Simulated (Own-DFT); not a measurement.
Si12O23 (quartz with two neutral oxygen vacancies, strained, atoms displaced) (calculated)

All values are calculated (Own-DFT development build). A calculation, not a measurement: plane-wave PBE and HSE06 DFT by an unreviewed code, no spin, of a simulated cell at Gamma alone, so results move with cell size and shape, stress positive in tension, energies less offsets, not probed for a lower state with spin; oxygen file: force components 24 meV/angstrom off all-electron in a glass; k mesh not checked against a denser one; forces and stress are PBE's, HSE06 gives the energy alone, and its difference from PBE has offsets of its own; offsets are fitted by least squares, one for each functional and potential file, so energies compare only between cells with the same atoms and settings and are not formation energies; the far tail of each file's local potential was reset to the Coulomb form; each entry is a single point on an unrelaxed cell, so the pressure reflects the starting lattice, mostly measured values (interpolated for alloys), from which strain is counted, and rises with the displacements; printed positions are rounded, which can move forces by about a meV/angstrom; the program, named Own-DFT, is a retired in-house code; no spin-orbit coupling.

Common to all runs: first functional PBE; second functional HSE06; exact exchange share 0.25; screening 0.11 1/bohr; exchange divergence Gygi-Baldereschi; potential files PseudoDojo norm-conserving, scalar-relativistic, made for PBE, standard set; wave cutoff 48 hartree; occupations fixed; k mesh 1 x 1 x 1 centred on Gamma.

(1) Si12O23 (quartz with two neutral oxygen vacancies, strained, atoms displaced)

```
CELL_PARAMETERS angstrom
9.78700 -0.13390 -0.08920
-5.00950 8.67940 0.13940
-0.09810 0.12040 10.90340
ATOMIC_POSITIONS crystal
Si 0.22957 0.99633 0.00092
Si 0.99960 0.23570 0.33046
Si 0.26217 0.25979 0.16409
O 0.19820 0.12743 0.05513
O 0.42325 0.28899 0.22875
O 0.36204 0.07263 0.39006
O 0.07008 0.36576 0.43915
O 0.13287 0.20640 0.27429
O 0.29416 0.42296 0.10941
Si 0.22590 0.99812 0.50166
Si 0.99679 0.23396 0.83558
Si 0.26278 0.26782 0.66887
O 0.20301 0.13062 0.56020
O 0.41885 0.28897 0.72338
O 0.36744 0.07628 0.89371
O 0.07218 0.36970 0.93946
O 0.13429 0.20653 0.77522
O 0.30238 0.42564 0.60312
Si 0.23486 0.49855 0.99399
Si 0.99830 0.72900 0.33329
Si 0.26667 0.76841 0.16833
O 0.20641 0.63356 0.05938
O 0.42188 0.79065 0.22622
O 0.36904 0.56710 0.39494
O 0.07300 0.86823 0.44129
O 0.13549 0.70906 0.27182
O 0.29596 0.92747 0.10907
Si 0.23624 0.50074 0.49759
Si 0.99740 0.72973 0.82910
Si 0.26028 0.76441 0.66826
O 0.20577 0.63299 0.56021
O 0.43020 0.79278 0.72477
O 0.07861 0.86942 0.94028
O 0.13055 0.70773 0.77358
O 0.28882 0.92186 0.60451
Si 0.73352 0.99728 0.00093
Si 0.50342 0.23739 0.33381
Si 0.76104 0.26602 0.16254
O 0.70453 0.13051 0.05831
O 0.92547 0.29010 0.22635
O 0.86926 0.07246 0.38849
O 0.57480 0.36252 0.44335
O 0.63123 0.20749 0.27288
O 0.79642 0.42870 0.10705
Si 0.73070 0.99653 0.50324
Si 0.49314 0.23375 0.82751
Si 0.76262 0.26623 0.66619
O 0.70173 0.13219 0.55817
O 0.92431 0.29060 0.73265
O 0.86612 0.07010 0.88671
O 0.57132 0.36309 0.93502
O 0.62885 0.20579 0.77313
O 0.79673 0.42963 0.60734
Si 0.73239 0.49755 0.99858
Si 0.50116 0.73754 0.33720
Si 0.77105 0.76544 0.16415
O 0.70658 0.63490 0.05963
O 0.92705 0.79098 0.22236
O 0.87416 0.57524 0.39043
O 0.57638 0.87009 0.44266
O 0.63057 0.70177 0.26979
O 0.79091 0.92259 0.10746
Si 0.73397 0.49715 0.50280
Si 0.50400 0.73611 0.83050
Si 0.76675 0.76783 0.66561
O 0.70722 0.63249 0.55644
O 0.91824 0.79034 0.72339
O 0.87554 0.57760 0.89153
O 0.56735 0.86418 0.94101
O 0.78987 0.91925 0.60491
```

* PBE energy of cell above offsets: -21.042 eV
* HSE06 less PBE above offsets: 0.481 eV
* PBE pressure: 4.25 GPa
* PBE stress xx: -6.66 GPa
* PBE stress yy: -4.24 GPa
* PBE stress zz: -1.84 GPa
* PBE stress yz: 4.04 GPa
* PBE stress xz: -5.33 GPa
* PBE stress xy: -2.45 GPa

Force:
```csv
element,x (eV/Å),y (eV/Å),z (eV/Å)
Si,2.426,2.505,0.992
Si,1.16,0.061,1.373
Si,-0.454,-0.866,-0.005
O,-0.048,0.855,1.027
O,0.267,0.644,-0.763
O,-0.206,-0.059,0.989
O,0.1,0.065,-0.003
O,0.415,-0.135,-0.35
O,-0.819,1.001,-1.563
Si,2.206,2.367,-0.482
Si,2.386,0.624,0.469
Si,-1.41,-2.379,-2.752
O,-0.544,1.006,1.155
O,2.299,1.029,0.316
O,-0.586,-0.997,0.653
O,-1.154,-2.039,-1.106
O,-1.435,0.098,1.008
O,-1.21,1.378,-0.627
Si,2.16,3.813,1.58
Si,1.114,4.693,-0.874
Si,-1.016,-1.962,-2.748
O,0.28,-0.189,0.205
O,3.276,0.487,2.059
O,0.566,1.598,-0.919
O,-1.826,-3.27,-2.232
O,-0.945,-0.497,1.202
O,-0.582,1.18,-0.727
Si,-1.054,-0.37,1.651
Si,-0.529,4.678,1.04
Si,1.901,-0.492,-1.511
O,0.46,-0.487,0.062
O,-1.889,0.494,-1.286
O,-2.377,-4.118,-3.12
O,1.111,-0.481,-0.335
O,0.081,0.457,0.405
Si,-0.332,0.52,-0.747
Si,-1.226,-1.253,0.981
Si,1.523,-1.78,0.829
O,0.139,0.416,0.196
O,-1.822,0.814,-1.87
O,-1.565,-1.516,2.218
O,-0.318,-0.322,-0.404
O,1.172,0.001,-0.691
O,-0.464,0.712,-0.692
Si,1.831,3.826,-0.963
Si,1.391,-0.092,1.451
Si,0.556,-1.474,-0.132
O,0.566,0.285,0.654
O,-1.715,0.942,-2.142
O,-1.112,-1.667,2.027
O,0.116,0.796,0.229
O,0.329,0.182,-0.586
O,0.959,-0.368,1.016
Si,-0.377,1.545,-0.146
Si,1.052,-0.731,-1.55
Si,-3.141,-1.304,0.205
O,0.955,-1.637,-1.413
O,2.794,0.371,1.481
O,-2.249,-4.019,2.837
O,-1.937,-2.722,-1.733
O,-0.665,0.638,0.64
O,0.05,1.07,-0.422
Si,-0.093,2.188,-1.743
Si,1.738,-2.089,1.298
Si,-4.78,-4.092,-0.267
O,0.049,0.265,0.486
O,4.806,0.494,2.539
O,-2.189,-3.57,2.364
O,0.255,0.291,-0.031
O,-0.422,2.588,-0.698
```

(2) Si12O23 (quartz with two neutral oxygen vacancies, strained, atoms displaced)

```
CELL_PARAMETERS angstrom
10.00000 -0.06500 -0.17990
-5.05630 8.63120 -0.07520
-0.19790 -0.20970 10.80500
ATOMIC_POSITIONS crystal
Si 0.23606 0.00083 0.99538
Si 0.99944 0.23734 0.33065
Si 0.26941 0.26727 0.16813
O 0.20815 0.13501 0.05728
O 0.42607 0.29665 0.22824
O 0.36679 0.07871 0.39228
O 0.07347 0.37226 0.43451
O 0.13675 0.21291 0.27502
O 0.29280 0.42592 0.10392
Si 0.23602 0.00406 0.49702
Si 0.99970 0.23520 0.84148
Si 0.26913 0.26568 0.66429
O 0.20626 0.13643 0.56371
O 0.43214 0.29234 0.72457
O 0.35992 0.06411 0.88978
O 0.07422 0.36578 0.94376
O 0.12877 0.20862 0.78110
O 0.29786 0.43141 0.61066
Si 0.23828 0.50061 0.99953
Si 0.99902 0.73562 0.33553
Si 0.26507 0.76976 0.16272
O 0.21039 0.63672 0.06151
O 0.42091 0.79182 0.22126
O 0.35836 0.56913 0.39532
O 0.07803 0.87012 0.43646
O 0.13389 0.71197 0.27475
O 0.29678 0.93141 0.10793
Si 0.23428 0.50414 0.49970
Si 0.00353 0.73259 0.83090
Si 0.26445 0.76671 0.66550
O 0.20722 0.63060 0.55770
O 0.42681 0.79711 0.72507
O 0.36167 0.57775 0.89095
O 0.07801 0.86976 0.94174
O 0.12961 0.70639 0.77621
O 0.29141 0.92656 0.60492
Si 0.73455 0.00364 0.99973
Si 0.50123 0.24022 0.32853
Si 0.76732 0.26317 0.16146
O 0.71222 0.13861 0.05156
O 0.93101 0.29575 0.22493
O 0.86700 0.07048 0.39424
O 0.57176 0.36635 0.43818
O 0.63206 0.21003 0.28053
O 0.79522 0.42914 0.10600
Si 0.73635 0.00057 0.50258
Si 0.49690 0.23581 0.83620
Si 0.76349 0.26220 0.66634
O 0.92958 0.29609 0.72444
O 0.86043 0.07688 0.89133
O 0.57471 0.36902 0.94040
O 0.63931 0.21685 0.77608
O 0.79347 0.42408 0.60573
Si 0.73585 0.49614 0.99471
Si 0.49677 0.73570 0.32773
Si 0.76508 0.76439 0.16693
O 0.70314 0.63604 0.05768
O 0.92252 0.79550 0.22813
O 0.87082 0.57623 0.39643
O 0.63046 0.71023 0.27369
O 0.79389 0.93105 0.10487
Si 0.73360 0.50091 0.49993
Si 0.50086 0.73955 0.83313
Si 0.76699 0.76338 0.67148
O 0.70541 0.63345 0.55408
O 0.91924 0.78936 0.72141
O 0.86753 0.58019 0.89510
O 0.57164 0.86261 0.93986
O 0.62684 0.70092 0.77311
O 0.78921 0.92653 0.61054
```

- PBE energy of cell above offsets: -20.322 eV
- HSE06 less PBE above offsets: 0.713 eV
- PBE pressure: 3 GPa
- PBE stress xx: -3.54 GPa
- PBE stress yy: -2.32 GPa
- PBE stress zz: -3.15 GPa
- PBE stress yz: -6.75 GPa
- PBE stress xz: -5.71 GPa
- PBE stress xy: -1.21 GPa

Force:
```csv
element,x (eV/Å),y (eV/Å),z (eV/Å)
Si,1.112,1.986,2.813
Si,1.431,-2.483,1.203
Si,-3.599,-0.11,-0.724
O,0.417,-0.297,-0.231
O,0.795,0.909,-0.692
O,-0.277,0.246,0.097
O,-0.443,0.023,0.875
O,0.378,0.154,-0.701
O,1.121,-0.552,1.177
Si,1.174,1.554,0.503
Si,-0.677,-0.93,-4.037
Si,-2.984,2.921,3.872
O,0.612,-3.295,-2.969
O,-0.967,0.195,-0.256
O,1.172,2.2,-1.144
O,-0.863,1.266,1.641
O,2.762,0.424,-2.076
O,-0.263,-0.482,-0.309
Si,-0.253,2.011,0.037
Si,0.399,-1.48,-2.171
Si,-2.726,0.142,1.982
O,0.175,-2.226,-2.128
O,1.892,0.513,0.945
O,1.461,2.115,-1.906
O,-1.036,0.663,1.13
O,0.267,0.377,-1.017
O,-0.315,0.677,-0.553
Si,2.124,-2.12,0.503
Si,-3.18,0.971,0.93
Si,-1.026,-0.22,0.198
O,-1.933,2.147,1.5
O,0.121,0.166,0.228
O,0.164,0.2,-0.115
O,-2.089,-2.914,-1.978
O,2.988,0.2,-2.347
O,0.029,-0.176,0.32
Si,1.834,-1.34,-1.065
Si,0.361,-2.383,1.684
Si,-2.059,1.841,2.957
O,-1.384,0.123,0.015
O,-1.65,0.084,-1.464
O,0.433,1.444,-0.634
O,-0.294,0.943,0.903
O,2.875,0.354,-3.089
O,0.477,-0.982,0.419
Si,-2.34,0.418,-1.129
Si,1.766,-2.722,-1.461
Si,0.364,-1.409,-1.307
O,0.759,-0.113,1.334
O,-0.348,-0.869,0.63
O,-1.719,-1.231,0.075
O,-1.163,-0.283,0.81
O,-0.353,0.408,-0.298
Si,0.209,4.085,2.522
Si,0.233,0.483,3.219
Si,-3.103,1.247,-0.125
O,1.272,-2.245,-1.547
O,1.936,0.01,1.152
O,-0.574,-0.367,0.333
O,1.169,-0.163,-1.331
O,0.551,-0.903,0.985
Si,1.602,0.23,-0.182
Si,0.219,-3.33,-2.078
Si,-6.815,-0.465,-2.96
O,-0.413,0.746,1.008
O,6.413,0.346,3.454
O,0.236,-0.223,-0.445
O,-0.046,2.417,2.141
O,0.39,0.572,-0.454
O,1.197,-1.501,1.323
```

(3) Si12O23 (quartz with two neutral oxygen vacancies, strained, atoms displaced)

```
CELL_PARAMETERS angstrom
9.75930 0.00280 -0.04620
-4.87720 8.38300 0.10030
-0.05090 0.09800 10.88960
ATOMIC_POSITIONS crystal
Si 0.23585 0.00403 0.99565
Si 0.99874 0.23129 0.33302
Si 0.27132 0.26896 0.16312
O 0.20601 0.12828 0.05752
O 0.42281 0.29375 0.22827
O 0.36928 0.07488 0.39736
O 0.07946 0.36809 0.43670
O 0.13461 0.20532 0.27377
O 0.29064 0.42827 0.10825
Si 0.23331 0.00033 0.50294
Si 0.00490 0.23902 0.83308
Si 0.26021 0.26424 0.66413
O 0.20566 0.13407 0.55594
O 0.42585 0.29206 0.72353
O 0.36890 0.07699 0.89352
O 0.07235 0.36426 0.93841
O 0.13574 0.20813 0.77225
O 0.29650 0.42675 0.60436
Si 0.23609 0.49493 0.00071
Si 0.99833 0.73002 0.33828
Si 0.26603 0.76799 0.16392
O 0.21001 0.63391 0.05833
O 0.42838 0.79534 0.22798
O 0.36428 0.56538 0.39226
O 0.07180 0.86238 0.43875
O 0.13426 0.70780 0.27379
O 0.28867 0.92328 0.11032
Si 0.23356 0.50484 0.49638
Si 0.00118 0.73884 0.83355
Si 0.26048 0.76692 0.66606
O 0.20866 0.63426 0.55747
O 0.43095 0.79700 0.72260
O 0.36495 0.57374 0.89204
O 0.07137 0.86760 0.93849
O 0.13041 0.70136 0.77611
O 0.29035 0.92252 0.60630
Si 0.73833 0.00116 0.99625
Si 0.50280 0.24156 0.33169
Si 0.76843 0.26440 0.16889
O 0.92924 0.29326 0.22725
O 0.86371 0.07262 0.39203
O 0.56825 0.36710 0.43680
O 0.62974 0.20777 0.27481
O 0.79273 0.42735 0.10620
Si 0.73898 0.99817 0.50312
Si 0.50868 0.24063 0.83511
Si 0.76674 0.26959 0.66468
O 0.70689 0.13930 0.56097
O 0.93335 0.29775 0.72629
O 0.86769 0.07542 0.88988
O 0.56964 0.36059 0.94245
O 0.63759 0.20870 0.77107
O 0.79344 0.42988 0.60506
Si 0.72958 0.50023 0.00031
Si 0.49964 0.73455 0.33246
Si 0.76226 0.76466 0.17094
O 0.70208 0.62180 0.06144
O 0.92072 0.78498 0.22063
O 0.86620 0.57310 0.39543
O 0.57653 0.86865 0.44242
O 0.63536 0.71124 0.27180
O 0.79567 0.92645 0.10683
Si 0.73054 0.49471 0.50281
Si 0.50691 0.74070 0.82724
Si 0.76644 0.76917 0.66717
O 0.70908 0.63360 0.55590
O 0.92429 0.79141 0.72748
O 0.86656 0.57899 0.89625
O 0.63527 0.70819 0.77094
O 0.79600 0.92781 0.60896
```

- PBE energy of cell above offsets: -20.322 eV
- HSE06 less PBE above offsets: -0.375 eV
- PBE pressure: 10.92 GPa
- PBE stress xx: -11.57 GPa
- PBE stress yy: -11.95 GPa
- PBE stress zz: -9.22 GPa
- PBE stress yz: 4.14 GPa
- PBE stress xz: -1.08 GPa
- PBE stress xy: 1.99 GPa

Force:
```csv
element,x (eV/Å),y (eV/Å),z (eV/Å)
Si,1.317,-2.535,0.861
Si,1.848,1.523,0.064
Si,-2.616,-3.343,0.641
O,-1.782,3.187,1.791
O,1.511,1.044,-0.438
O,-0.051,-0.057,-0.171
O,-1.59,-1.463,-0.431
O,0.711,-0.08,-0.874
O,1.438,0.096,1.191
Si,0.275,-0.158,-2.512
Si,0.033,-0.573,-0.844
Si,2.076,-0.353,-0.005
O,-1.135,0.486,0.737
O,0.832,-0.014,0.568
O,0.769,-0.562,-0.604
O,0.174,0.949,1.376
O,-0.285,-0.808,0.875
O,-1.158,1.914,-0.981
Si,-2.33,2.478,-1.966
Si,0.284,1.57,-3.663
Si,0.807,-3.679,1.82
O,-0.106,-0.063,0.028
O,-0.454,0.46,-0.82
O,1.151,1.426,-1.292
O,-0.076,1.436,1.471
O,0.341,-0.436,0.088
O,-1.603,4.072,-2.677
Si,2.02,-1.582,1.227
Si,0.458,-0.848,0.387
Si,2.352,-3.524,1.556
O,-1.538,1.721,1.169
O,-1.449,0.372,-1.157
O,0.833,0.515,-0.561
O,0.107,0.845,0.436
O,0.541,0.135,-0.505
O,-0.801,2.79,-0.437
Si,-3.207,-0.497,0.788
Si,-0.766,-2.351,1.101
Si,-1.141,-2.032,-2.075
O,0.343,0.928,-0.148
O,0.019,-1.266,0.63
O,0.179,1.406,1.426
O,2.125,-0.185,-0.944
O,0.589,-0.362,0.308
Si,-2.622,2.134,-0.803
Si,-1.482,-1.26,-2.754
Si,2.138,-0.875,1.158
O,1.122,-1.848,-1.386
O,-1.402,0.544,-1.368
O,0.774,-0.465,-0.497
O,-0.279,1.053,0.989
O,-0.432,-0.248,1.083
O,1.329,0.174,1.678
Si,3.039,-1.549,-1.2
Si,0.026,0.187,1.699
Si,1.118,-1.449,-3.532
O,-3.54,4.326,2.901
O,2.885,0.191,2.123
O,-0.825,-2.731,1.044
O,-0.556,-1.384,-0.714
O,-1.458,-1.287,2.076
O,-0.069,0.808,-0.523
Si,-1.309,1.509,-2.893
Si,-0.942,0.823,3.832
Si,1.254,-3.609,-1.002
O,-1.125,1.837,1.475
O,0.41,0.895,-0.779
O,-0.315,-1.266,-0.024
O,0.989,-1.132,-0.089
O,0.23,2.042,0.069
```
